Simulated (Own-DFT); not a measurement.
# Strain and stress in bcc Nb, 36 atoms (Nb36)

These are calculations, not measurements. They come from Own-DFT, an in-house plane-wave density functional program, since retired, whose code no person has reviewed. Each row is one single-point run on a periodic cell that was not relaxed, without spin or spin-orbit coupling.

Settings of every run: PBE; PseudoDojo norm-conserving scalar-relativistic files; cutoff 42 hartree; 4 x 4 x 5 k mesh centred on Gamma; cold (Marzari-Vanderbilt) smearing of 0.2 eV.

Known limits: forces on such cells failed a check on a denser k mesh; stress not checked against mesh or cutoff.

Unstrained cell vectors in Å: (9.901, 0.000, 0.000); (0.000, 9.901, 0.000); (0.000, 0.000, 6.601). The unstrained cell has measured lattice constants (interpolated for alloys), not those of this functional. That, the random moves and any unrelaxed bonds set the pressure at no strain. Each run strains this cell uniformly, with the atoms carried along. Every atom was also moved at random, by a Gaussian of width 0.05 Å on each axis. Strain is the symmetric tensor, in per cent. Stress is positive in tension, and the pressure is minus a third of its trace.

```
run  e_xx (%)  e_yy (%)  e_zz (%)  e_yz (%)  e_xz (%)  e_xy (%)  s_xx (GPa)  s_yy (GPa)  s_zz (GPa)  s_yz (GPa)  s_xz (GPa)  s_xy (GPa)  P (GPa)  E (meV/atom)
  1     -1.86      1.09     -1.81      0.53     -1.52      0.76       -8.50       -5.08       -8.45        0.12       -0.23        0.17     7.34          14.9
  2      0.42     -0.64     -0.61      0.89     -1.54     -1.22       -3.03       -4.56       -4.10        0.36       -0.66       -0.47     3.89           5.7
  3      1.95     -0.04      0.53      0.27      0.99      0.32        2.85        0.68        1.49        0.08        0.36        0.15    -1.67           0.4
  4      0.97     -0.43      0.35     -0.49      1.75     -1.33       -0.13       -1.69       -0.87       -0.21        0.63       -0.23     0.90           1.3
  5      1.07      0.45     -1.26      0.06      0.57      1.92       -0.85       -1.66       -3.67        0.14        0.27        0.70     2.06           5.5
  6      0.03     -1.95      0.22     -0.49     -0.93      0.69       -4.98       -6.91       -4.62       -0.12       -0.40        0.09     5.50           9.4
  7     -0.05     -0.54      0.98      0.25     -0.09      0.00       -2.09       -2.54       -0.98       -0.02        0.09        0.00     1.87           4.8
  8     -1.49      1.63     -1.13     -0.54     -1.41     -1.87       -5.32       -2.00       -5.24        0.06       -0.19       -0.49     4.19           2.1
  9     -0.23     -1.81     -1.17      1.13     -1.80      1.37       -7.87       -9.82       -8.91        0.30       -0.60        0.46     8.87          31.4
 10      0.58     -0.42      0.14     -0.65     -0.64      0.30       -1.45       -2.49       -1.76       -0.14       -0.31        0.18     1.90           2.9
 11      1.29     -1.75      1.27      0.80     -0.23     -0.88       -0.25       -3.07        0.07        0.21       -0.15       -0.05     1.08           4.2
 12      0.14     -1.00     -1.43     -0.53     -1.60      1.84       -5.53       -6.97       -7.47       -0.31       -0.53        0.67     6.65          14.2
 13      0.08      0.22     -1.12     -1.47      0.29      0.05       -3.65       -3.26       -4.68       -0.41        0.08       -0.11     3.86           2.9
 14     -0.67      0.81     -1.65      1.01     -1.64      1.51       -5.50       -4.08       -7.06        0.16       -0.47        0.54     5.54          20.2
 15      1.43     -1.58     -0.82     -2.00     -0.78      1.95       -2.47       -5.81       -5.27       -0.48       -0.55        0.67     4.52          17.4
 16      0.02     -1.04     -0.21     -1.61      1.59     -0.12       -4.28       -5.41       -4.24       -0.49        0.56       -0.29     4.64           7.2
 17      1.13      0.59     -0.13     -0.59     -1.20     -1.22        0.82        0.26       -0.41       -0.02       -0.31       -0.34    -0.22           0.0
 18      0.16     -1.94      0.99      1.39      0.30      1.92           ?           ?           ?           ?           ?           ?        ?             ?
```

E is the free energy for each atom above the lowest run shown.

## Worked fit

Each stress component was fitted by least squares to a constant and the strains of the runs shown, as fractions, with shears doubled. Shear strains stay in the fit of a normal stress only where such slopes are resolved. The slopes, in GPa:

```
stress  at no strain  per e_xx  per e_yy  per e_zz  scatter
  s_xx          -2.6   254 ± 6   150 ± 5   142 ± 7     0.20
  s_yy          -2.5   138 ± 7   259 ± 6   157 ± 7     0.22
  s_zz          -2.5   142 ± 8   147 ± 7   267 ± 8     0.25
```

Each shear stress against twice its own strain: yz 13 ± 1, xz 18 ± 1, xy 16 ± 2 GPa. These are stiffnesses along x, y and z of the frame in which the cell vectors are given, which need not be the crystal's axes. The atoms are held to the strained lattice; where symmetry lets them move under strain, relaxing them would lower some slopes. The table should be nearly symmetric about its diagonal, and what it lacks of that shows the noise. A ninth of its sum, 184 ± 3 GPa, estimates the bulk modulus near the mean pressure of these runs, 3.6 GPa, so it lies above the value at zero pressure.

## Withheld run

Question: what normal stresses and pressure should run 18 give?

The fit gives s_xx = -3.7, s_yy = -5.7, s_zz = -2.5 and P = 4.0 GPa. The calculation gave -3.63, -5.56, -2.47 and P = 3.89 GPa.
